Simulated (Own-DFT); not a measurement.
# What a defect does to the pressure of its cell: L1_0 TiAl

Everything here is calculated. The program is Own-DFT (plane waves, in-house, since retired, never reviewed by a person); positions were held fixed, and spin and spin-orbit coupling were off.

Method: PBE; PseudoDojo norm-conserving scalar-relativistic files; cutoff 42 hartree; 4 x 4 x 4 k mesh centred on Gamma; cold (Marzari-Vanderbilt) smearing of 0.2 eV.

Known weak points: forces on such cells failed a check on a denser k mesh; stress not checked against mesh or cutoff.

All runs share one cell, with vectors in Å (5.622, 5.622, 0.000); (-5.622, 5.622, 0.000); (0.000, 0.000, 8.133) and a volume of 514.0 Å³. u is the rms random offset of the atoms per axis. The defect's site can differ from row to row.

```
cell,formula,u (Å),P (GPa)
no defect,Al16Ti16,0.0196,1.16
no defect,Al16Ti16,0.0199,1.20
no defect,Al16Ti16,0.0528,1.69
one Ti vacancy,Al16Ti15,0.0260,0.49
one Ti vacancy,Al16Ti15,0.0291,0.58
one Ti vacancy,Al16Ti15,0.0302,0.45
two Al vacancies,Al14Ti16,0.0296,-0.47
two Al vacancies,Al14Ti16,0.0356,-0.49
two Al vacancies,Al14Ti16,0.0459,?
two Al vacancies,Al14Ti16,0.0572,0.27
```

## What the rows give

P = P0 + c u² + a shift for each defect gives P0 = 1.03 GPa, c = 268 ± 37 GPa/Å² and a scatter of 0.10 GPa. The shifts, and each times the cell's volume:

- one Ti vacancy: -0.74 ± 0.08 GPa, -2.4 eV
- two Al vacancies: -1.74 ± 0.08 GPa, -5.6 eV (-2.8 eV for each of its 2 sites)

Positive is outwards. The product with the volume (160.2 GPa Å³ to the eV) is nearly free of the cell's size; divided by the bulk modulus at the cell's pressure it gives the volume that the defect adds. The atoms around the defects weren't relaxed, which would change these numbers.

## Withheld run

Question: what pressure belongs in the blank (two Al vacancies, u = 0.0459 Å)?

The fitted form gives -0.15 ± 0.11 GPa. DFT gave -0.19 GPa.
